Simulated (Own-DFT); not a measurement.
# One host, several defects: zincblende GaAs

No measurement is shown. These are fixed-geometry runs of a retired plane-wave code named Own-DFT, which no person has reviewed; spin and spin-orbit coupling are neglected.

Common settings: PBE; PseudoDojo norm-conserving scalar-relativistic files; cutoff 42 hartree; 3 x 3 x 3 k mesh centred on Gamma; Fermi-Dirac smearing of 0.1 eV.

Keep in mind (not all hold for every row): not probed for a lower state with spin; forces not confirmed at this smearing and k mesh; stress not checked against mesh or cutoff.

All runs share one cell, with vectors in Å (10.862, 0.000, 0.000); (0.000, 10.862, 0.000); (0.000, 0.000, 11.796) and a volume of 1391.7 Å³, strained against the parent crystal. The atoms are randomly displaced, by u rms on each axis. The defect's site can differ from row to row.

| cell | formula | u (Å) | P (GPa) |
|---|---|---|---|
| no defect | As32Ga32 | 0.0300 | 6.64 |
| no defect | As32Ga32 | 0.0310 | 6.72 |
| no defect | As32Ga32 | 0.0472 | 6.96 |
| one Al on a Ga site | AlAs32Ga31 | 0.0296 | 6.65 |
| one Al on a Ga site | AlAs32Ga31 | 0.0458 | 6.91 |
| one Al on a Ga site | AlAs32Ga31 | 0.0481 | 7.07 |
| one As vacancy and one Ga vacancy | As31Ga31 | 0.0302 | 5.90 |
| one As vacancy and one Ga vacancy | As31Ga31 | 0.0330 | 6.00 |
| one As vacancy and one Ga vacancy | As31Ga31 | 0.0533 | 6.42 |
| one In on a Ga site | As32Ga31In | 0.0285 | 7.45 |
| one In on a Ga site | As32Ga31In | 0.0287 | 7.38 |
| one In on a Ga site | As32Ga31In | 0.0287 | ? |
| one In on a Ga site | As32Ga31In | 0.0310 | 7.39 |
| one P on an As site | As31Ga32P | 0.0292 | 6.37 |
| one P on an As site | As31Ga32P | 0.0300 | 6.40 |
| one P on an As site | As31Ga32P | 0.0507 | 6.76 |

## What the rows give

P = P0 + c u² + a shift for each defect gives P0 = 6.45 GPa, c = 240 ± 17 GPa/Å² and a scatter of 0.04 GPa. The shifts, and each times the cell's volume:

- one In on a Ga site: 0.75 ± 0.04 GPa, 6.5 eV
- one Al on a Ga site: 0.01 ± 0.04 GPa, 0.1 eV (not resolved)
- one P on an As site: -0.28 ± 0.04 GPa, -2.5 eV
- one As vacancy and one Ga vacancy: -0.73 ± 0.04 GPa, -6.3 eV

Against the defect-free cell, a freed cell would be larger where the shift is positive and smaller where it is negative (160.2 GPa Å³ is 1 eV). The atoms around the defects weren't relaxed, which would change these numbers.

## Test on the hidden row

The question: what pressure belongs in the blank (one In on a Ga site, u = 0.0287 Å)?

The fitted form gives 7.40 ± 0.05 GPa. Computed: 7.36 GPa.
